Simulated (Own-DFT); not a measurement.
Al$_{32}$O$_{47}$ (corundum with one vacancy, atoms displaced) (calculated)

A calculation, not a measurement: plane-wave PBE density functional theory by an unreviewed code, no spin, of a simulated periodic cell, stress positive in tension, free energy of the whole cell less one offset for each atom, defect cell not probed for a lower state with spin; oxygen file: force components 24 meV/angstrom off all-electron in one glass; forces on such cells passed a denser k mesh, this cell's mesh not checked; offsets are fitted by least squares, one for each functional and potential file, so energies compare only between cells with the same atoms and settings and are not formation energies; the far tail of each file's local potential was reset to the Coulomb form; each entry is a single point on an unrelaxed cell, so the pressure reflects the starting lattice, mostly measured values, from which strain is counted, and rises with the displacements; printed positions are rounded, which can move forces by about a meV/angstrom; the program is a retired in-house code; no spin-orbit coupling; before rounding, a Quantum ESPRESSO 7.3.1 run of the same cell and cutoff gave forces within 1 meV/angstrom rms on each cell, which checks the program and not the settings. Program: Own-DFT development build.

Common to all runs: functional PBE; potential files PseudoDojo norm-conserving, scalar-relativistic, standard set; wave cutoff 72 hartree; occupations Fermi-Dirac; smearing width 0.1 eV; k mesh 3 x 3 x 3 centred on Gamma.

(1) 
```cif
# cell vector a (Å): 5.4940 0.0000 8.6604
# cell vector b (Å): -2.7470 4.7579 8.6604
# cell vector c (Å): -2.7470 -4.7579 8.6604
data_Al32O47
_symmetry_space_group_name_H-M 'P 1'
_symmetry_Int_Tables_number 1
_cell_length_a 10.2561
_cell_length_b 10.2560
_cell_length_c 10.2560
_cell_angle_alpha 55.280
_cell_angle_beta 55.280
_cell_angle_gamma 55.280
_cell_volume 679.15
loop_
_atom_site_label
_atom_site_type_symbol
_atom_site_fract_x
_atom_site_fract_y
_atom_site_fract_z
_atom_site_occupancy
Al1 Al 0.17430 0.17966 0.18128 1
Al2 Al 0.32241 0.31989 0.32760 1
Al3 Al 0.42322 0.42695 0.42298 1
Al4 Al 0.07501 0.07238 0.07469 1
O1 O 0.27602 0.47385 0.12071 1
O2 O 0.46885 0.12139 0.27976 1
O3 O 0.12098 0.27711 0.47340 1
O4 O 0.22373 0.02912 0.37381 1
O5 O 0.02749 0.37156 0.21855 1
O6 O 0.36911 0.22606 0.02784 1
Al5 Al 0.16791 0.18834 0.66933 1
Al6 Al 0.32767 0.32136 0.82234 1
Al7 Al 0.42360 0.42964 0.92582 1
Al8 Al 0.07003 0.07755 0.57482 1
O7 O 0.27962 0.47771 0.62769 1
O8 O 0.48174 0.12104 0.77789 1
O9 O 0.13388 0.27390 0.97299 1
O10 O 0.22329 0.03210 0.86566 1
O11 O 0.03083 0.37503 0.71554 1
O12 O 0.37470 0.22178 0.52548 1
Al9 Al 0.17532 0.67868 0.17083 1
Al10 Al 0.32441 0.82222 0.33326 1
Al11 Al 0.42050 0.92658 0.42947 1
Al12 Al 0.07021 0.57261 0.07752 1
O13 O 0.28225 0.97060 0.12368 1
O14 O 0.47120 0.62342 0.27766 1
O15 O 0.13189 0.77910 0.46506 1
O16 O 0.23086 0.52676 0.37173 1
O17 O 0.03087 0.86605 0.22285 1
O18 O 0.36806 0.71774 0.03280 1
Al13 Al 0.17880 0.66891 0.67850 1
Al14 Al 0.32186 0.82999 0.82600 1
Al15 Al 0.42123 0.93467 0.92477 1
Al16 Al 0.07589 0.56969 0.56885 1
O19 O 0.27163 0.97303 0.63196 1
O20 O 0.47887 0.62704 0.77332 1
O21 O 0.13006 0.76637 0.97839 1
O22 O 0.22016 0.52654 0.87676 1
O23 O 0.02353 0.88155 0.71713 1
O24 O 0.37473 0.71567 0.53063 1
Al17 Al 0.67806 0.16762 0.18006 1
Al18 Al 0.81876 0.32565 0.32203 1
Al19 Al 0.92058 0.42950 0.42767 1
Al20 Al 0.57293 0.07736 0.07374 1
O25 O 0.77664 0.47173 0.12279 1
O26 O 0.97372 0.11799 0.28070 1
O27 O 0.62320 0.27537 0.47550 1
O28 O 0.52960 0.37101 0.22714 1
O29 O 0.87274 0.22449 0.02463 1
Al21 Al 0.68376 0.16835 0.67634 1
Al22 Al 0.81964 0.32934 0.82494 1
Al23 Al 0.92208 0.42686 0.93080 1
Al24 Al 0.57132 0.08198 0.57093 1
O30 O 0.77766 0.47582 0.62602 1
O31 O 0.97175 0.12997 0.77899 1
O32 O 0.62644 0.28094 0.96943 1
O33 O 0.72008 0.02731 0.87863 1
O34 O 0.52579 0.37649 0.72450 1
O35 O 0.87130 0.22818 0.52527 1
Al25 Al 0.66718 0.67783 0.17950 1
Al26 Al 0.82894 0.81906 0.32323 1
Al27 Al 0.93085 0.92323 0.42886 1
Al28 Al 0.57557 0.57084 0.07331 1
O36 O 0.78176 0.97256 0.12420 1
O37 O 0.97801 0.61983 0.27785 1
O38 O 0.62221 0.77665 0.47616 1
O39 O 0.71757 0.52996 0.37766 1
O40 O 0.52966 0.87185 0.22372 1
O41 O 0.87378 0.72351 0.03106 1
Al29 Al 0.68186 0.67799 0.66571 1
Al30 Al 0.82234 0.82425 0.82452 1
Al31 Al 0.92765 0.92196 0.93007 1
Al32 Al 0.56917 0.57594 0.57485 1
O42 O 0.78475 0.96636 0.62491 1
O43 O 0.97715 0.62692 0.77562 1
O44 O 0.62448 0.77850 0.97253 1
O45 O 0.72211 0.53357 0.86756 1
O46 O 0.52949 0.87251 0.72707 1
O47 O 0.87066 0.71933 0.53251 1
_calc_free_energy_of_cell_above_offsets '-56.323'  # eV
_calc_pressure 7.44  # GPa
_calc_stress_xx -8.06  # GPa
_calc_stress_yy -7.24  # GPa
_calc_stress_zz -7.03  # GPa
_calc_stress_yz -0.45  # GPa
_calc_stress_xz -0.03  # GPa
_calc_stress_xy -0.17  # GPa
```

Force:
| element | x (eV/Å) | y (eV/Å) | z (eV/Å) |
| --- | --- | --- | --- |
| Al | 1.283 | 0.124 | -1.358 |
| Al | 0.453 | 1.16 | -0.209 |
| Al | 0.111 | -0.217 | 1.001 |
| Al | 0.181 | 0.13 | 0.049 |
| O | 0.079 | -1.613 | 0.7 |
| O | 0.048 | 0.438 | 0.403 |
| O | 0.271 | 0.769 | 0.139 |
| O | -0.426 | -0.546 | 0.274 |
| O | -1.45 | 0.242 | 0.862 |
| O | 1.036 | -0.599 | 0.898 |
| Al | 1.14 | -1.832 | -0.267 |
| Al | -0.093 | -0.093 | 0.743 |
| Al | 0.311 | 0.439 | -0.127 |
| Al | 0.027 | -0.452 | 0.022 |
| O | 1.101 | -0.118 | -1.971 |
| O | -0.636 | 0.482 | -0.383 |
| O | -1.366 | 0.275 | -1.575 |
| O | -0.879 | -0.714 | 1.076 |
| O | -1.007 | 0.326 | 1.045 |
| O | -0.634 | -0.084 | 0.099 |
| Al | 0.761 | -1.263 | -0.076 |
| Al | 0.769 | 1.186 | -1.274 |
| Al | 0.311 | -0.454 | 0.698 |
| Al | 0.889 | 0.198 | -0.283 |
| O | -0.54 | -0.367 | 0.014 |
| O | 0.04 | 0.037 | 0.456 |
| O | -0.829 | -0.78 | -0.623 |
| O | -0.988 | -0.026 | -0.973 |
| O | -0.956 | 0.824 | 0.904 |
| O | 1.122 | 0.772 | 1.2 |
| Al | -1.074 | 0.349 | 0.259 |
| Al | 1.067 | -0.453 | -0.453 |
| Al | 1.104 | -0.853 | -0.276 |
| Al | -0.486 | 0.131 | 1.248 |
| O | 0.75 | 0.77 | -0.805 |
| O | -1.048 | -0.443 | -0.566 |
| O | -0.942 | 1.947 | -0.539 |
| O | -0.254 | 0.201 | 0.419 |
| O | 0.367 | -0.712 | 0.316 |
| O | -0.362 | 0.844 | 0.607 |
| Al | -0.328 | -0.285 | 0.983 |
| Al | 0.365 | -0.463 | 0.326 |
| Al | -0.02 | -0.268 | -0.308 |
| Al | -0.243 | 0.027 | -0.595 |
| O | -0.283 | -0.402 | 0.498 |
| O | -0.487 | 0.835 | 0.246 |
| O | 0.055 | 0.567 | 0.112 |
| O | 0.463 | 0.368 | -0.647 |
| O | 0.464 | -0.329 | 0.921 |
| Al | -1.062 | 0.423 | 0.331 |
| Al | 0.206 | -0.099 | -0.159 |
| Al | 1.367 | 0.755 | -0.02 |
| Al | 1.315 | -1.009 | -0.902 |
| O | 0.807 | 0.147 | -0.821 |
| O | -0.217 | -0.474 | -0.935 |
| O | -0.656 | -0.766 | -0.369 |
| O | 0.255 | 0.115 | 0.132 |
| O | 0.77 | -0.136 | -0.231 |
| O | 0.429 | -0.412 | 0.086 |
| Al | 0.781 | 0.361 | 0.171 |
| Al | -0.747 | 0.272 | 0.17 |
| Al | -0.17 | -0.134 | -0.747 |
| Al | -0.749 | 0.791 | -0.474 |
| O | -0.177 | -0.327 | -0.35 |
| O | -0.847 | -0.35 | -0.168 |
| O | 0.451 | 1.211 | -0.103 |
| O | 0.528 | 0.306 | -0.327 |
| O | -0.632 | 0.268 | 0.464 |
| O | -0.146 | -0.246 | -0.41 |
| Al | -2.265 | -1.041 | -0.024 |
| Al | 0.276 | -0.497 | 0.238 |
| Al | 0.405 | 0.773 | -0.091 |
| Al | 0.187 | -0.752 | 0.555 |
| O | -0.522 | 0.516 | 0.086 |
| O | -0.455 | -0.613 | -0.875 |
| O | -0.105 | -0.174 | -0.143 |
| O | 0.107 | -0.974 | 0.781 |
| O | -0.016 | 0.818 | 0.043 |
| O | 1.646 | 1.173 | 0.883 |

(2) 
```cif
# cell vector a (Å): 5.4940 0.0000 8.6604
# cell vector b (Å): -2.7470 4.7579 8.6604
# cell vector c (Å): -2.7470 -4.7579 8.6604
data_Al32O47
_symmetry_space_group_name_H-M 'P 1'
_symmetry_Int_Tables_number 1
_cell_length_a 10.2561
_cell_length_b 10.2560
_cell_length_c 10.2560
_cell_angle_alpha 55.280
_cell_angle_beta 55.280
_cell_angle_gamma 55.280
_cell_volume 679.15
loop_
_atom_site_label
_atom_site_type_symbol
_atom_site_fract_x
_atom_site_fract_y
_atom_site_fract_z
_atom_site_occupancy
Al1 Al 0.17329 0.17669 0.17469 1
Al2 Al 0.31784 0.32805 0.32546 1
Al3 Al 0.42910 0.42430 0.42728 1
Al4 Al 0.06967 0.07286 0.07967 1
O1 O 0.27894 0.46929 0.12580 1
O2 O 0.46971 0.12679 0.27888 1
O3 O 0.12380 0.27233 0.47359 1
O4 O 0.21582 0.03143 0.38205 1
O5 O 0.02924 0.37782 0.22081 1
O6 O 0.37326 0.22212 0.02998 1
Al5 Al 0.17840 0.17077 0.67601 1
Al6 Al 0.32270 0.32141 0.82636 1
Al7 Al 0.42731 0.41502 0.92489 1
Al8 Al 0.07744 0.06930 0.57618 1
O7 O 0.27518 0.47755 0.62716 1
O8 O 0.47427 0.12108 0.77803 1
O9 O 0.12458 0.27839 0.97409 1
O10 O 0.22616 0.02302 0.87495 1
O11 O 0.02959 0.37856 0.71713 1
O12 O 0.37785 0.22238 0.52560 1
Al9 Al 0.17519 0.67510 0.17823 1
Al10 Al 0.32530 0.82415 0.32565 1
Al11 Al 0.41982 0.92925 0.43113 1
Al12 Al 0.06825 0.57547 0.07756 1
O13 O 0.27867 0.97466 0.12527 1
O14 O 0.48076 0.61874 0.27857 1
O15 O 0.12779 0.77631 0.46569 1
O16 O 0.22531 0.52145 0.37012 1
O17 O 0.02991 0.87409 0.22031 1
O18 O 0.37823 0.71472 0.02517 1
Al13 Al 0.17842 0.67260 0.68231 1
Al14 Al 0.32528 0.83118 0.82506 1
Al15 Al 0.42437 0.93031 0.92680 1
Al16 Al 0.07223 0.56792 0.58280 1
O19 O 0.27432 0.97177 0.62478 1
O20 O 0.46907 0.62083 0.78153 1
O21 O 0.12497 0.77565 0.96992 1
O22 O 0.21576 0.52789 0.88055 1
O23 O 0.03524 0.87322 0.71900 1
O24 O 0.37615 0.71764 0.53062 1
Al17 Al 0.66813 0.18283 0.17801 1
Al18 Al 0.82727 0.32447 0.32289 1
Al19 Al 0.92835 0.42912 0.42346 1
Al20 Al 0.57447 0.07349 0.06929 1
O25 O 0.77318 0.47227 0.12838 1
O26 O 0.97696 0.12837 0.27110 1
O27 O 0.62947 0.27262 0.46859 1
O28 O 0.72259 0.02418 0.37822 1
O29 O 0.52989 0.37479 0.21571 1
O30 O 0.87052 0.22576 0.02851 1
Al21 Al 0.67456 0.17448 0.68204 1
Al22 Al 0.81969 0.32762 0.83037 1
Al23 Al 0.92489 0.42542 0.92896 1
Al24 Al 0.57610 0.07367 0.56954 1
O31 O 0.77534 0.47845 0.62265 1
O32 O 0.96521 0.12708 0.78047 1
O33 O 0.62390 0.27552 0.96963 1
O34 O 0.72289 0.02251 0.87551 1
O35 O 0.52696 0.38077 0.71808 1
O36 O 0.86661 0.22690 0.52932 1
Al25 Al 0.67725 0.67553 0.17932 1
Al26 Al 0.82161 0.82354 0.31987 1
Al27 Al 0.92153 0.92986 0.42660 1
Al28 Al 0.57344 0.57721 0.06665 1
O37 O 0.77911 0.97437 0.11886 1
O38 O 0.97047 0.62409 0.28129 1
O39 O 0.62840 0.77831 0.46641 1
O40 O 0.72065 0.53031 0.37419 1
O41 O 0.52870 0.87314 0.22325 1
O42 O 0.87534 0.71723 0.03283 1
Al29 Al 0.67700 0.67694 0.67862 1
Al30 Al 0.82814 0.82236 0.82416 1
Al31 Al 0.92498 0.92744 0.92255 1
Al32 Al 0.57483 0.57426 0.58017 1
O43 O 0.77431 0.97619 0.62099 1
O44 O 0.97754 0.62201 0.77740 1
O45 O 0.72674 0.52857 0.87664 1
O46 O 0.52148 0.87394 0.72665 1
O47 O 0.87856 0.72684 0.52055 1
_calc_free_energy_of_cell_above_offsets '-56.454'  # eV
_calc_pressure 7.36  # GPa
_calc_stress_xx -7.51  # GPa
_calc_stress_yy -7.64  # GPa
_calc_stress_zz -6.95  # GPa
_calc_stress_yz -0.24  # GPa
_calc_stress_xz 0.3  # GPa
_calc_stress_xy 0.24  # GPa
```

Force:
| element | x (eV/Å) | y (eV/Å) | z (eV/Å) |
| --- | --- | --- | --- |
| Al | -0.039 | -0.379 | 0.933 |
| Al | 0.829 | 0.037 | -0.387 |
| Al | 0.044 | 0.406 | -0.143 |
| Al | 0.495 | 0.397 | -0.397 |
| O | -0.119 | 0.224 | -0.498 |
| O | 0.102 | -0.194 | -0.127 |
| O | -0.185 | 0.25 | 0.666 |
| O | 1.342 | 0.646 | -1.094 |
| O | -0.043 | -0.66 | -0.566 |
| O | 0.441 | -0.044 | -0.587 |
| Al | -0.65 | 0.719 | 0.179 |
| Al | -0.05 | 0.654 | -0.208 |
| Al | -1.574 | 0.958 | 1.687 |
| Al | -1.553 | 0.878 | -0.174 |
| O | 1.079 | -0.546 | -0.722 |
| O | -0.752 | 0.784 | 0.663 |
| O | 0.107 | 0.213 | -0.615 |
| O | -1.297 | 0.465 | 0.485 |
| O | 0.017 | -1.645 | -0.645 |
| O | -0.5 | -0.492 | -0.247 |
| Al | 0.486 | 0.281 | -0.562 |
| Al | 0.211 | -0.522 | -0.431 |
| Al | 1.343 | 0.298 | -0.317 |
| Al | 1.24 | 0.16 | 0.856 |
| O | 0.082 | -0.157 | -0.211 |
| O | -1.108 | 0.669 | -0.247 |
| O | -0.415 | -0.046 | 0.44 |
| O | -1.065 | -0.513 | 1.432 |
| O | -0.181 | 0.403 | -0.056 |
| O | -0.847 | 0.231 | 0.512 |
| Al | 0.495 | 0.605 | -0.528 |
| Al | 0.391 | -1.542 | -2.146 |
| Al | 1.204 | -1.182 | 0.308 |
| Al | 0.575 | 2.41 | 0.294 |
| O | -0.114 | -0.652 | 1.189 |
| O | 0.091 | 0.535 | 0.717 |
| O | -0.3 | 0.274 | 0.53 |
| O | 0.685 | -0.308 | -0.166 |
| O | -1.052 | -0.463 | -0.516 |
| O | -0.208 | 0.542 | 0.332 |
| Al | 0.879 | -0.904 | -0.734 |
| Al | -0.904 | -0.132 | 0.018 |
| Al | -0.555 | -0.879 | -0.551 |
| Al | -0.223 | -1.095 | 0.806 |
| O | 0.961 | 0.405 | 0.008 |
| O | -0.748 | -0.785 | -0.315 |
| O | -0.608 | 0.207 | 0.18 |
| O | 0.183 | 1.14 | -0.672 |
| O | -0.705 | 0.259 | 0.733 |
| O | 0.512 | -0.278 | 0.222 |
| Al | 0.348 | 1.1 | -0.815 |
| Al | 0.746 | 0.383 | -1.141 |
| Al | -0.141 | -0.006 | 0.634 |
| Al | -0.312 | -0.389 | 0.442 |
| O | 0.426 | -0.903 | 0.651 |
| O | 0.472 | 0.237 | 0.415 |
| O | 0.185 | 0.134 | 0.325 |
| O | -0.03 | 0.25 | 0.161 |
| O | 0.152 | -1.415 | -0.883 |
| O | 1.041 | -0.466 | 0.572 |
| Al | -0.098 | -0.084 | -0.939 |
| Al | 0.042 | 0.228 | 0.815 |
| Al | 1.109 | -0.416 | -0.164 |
| Al | -0.64 | -0.969 | 1.263 |
| O | -0.351 | -0.451 | 0.217 |
| O | 0.296 | 0.495 | 0.028 |
| O | -1.155 | -0.271 | 0.043 |
| O | 0.159 | -0.503 | 0.491 |
| O | -0.423 | 0.538 | 0.024 |
| O | -0.26 | 0.999 | -0.179 |
| Al | 0.293 | 0.578 | -0.45 |
| Al | -0.717 | -0.303 | -1.318 |
| Al | 0.346 | -0.581 | 0.805 |
| Al | 0.182 | 0.978 | -0.499 |
| O | 0.418 | -1.046 | 0.8 |
| O | -0.792 | -0.017 | 0.018 |
| O | 0.164 | 0.739 | -0.836 |
| O | 1.034 | 0.871 | 0.319 |
| O | -0.491 | -1.341 | -0.123 |
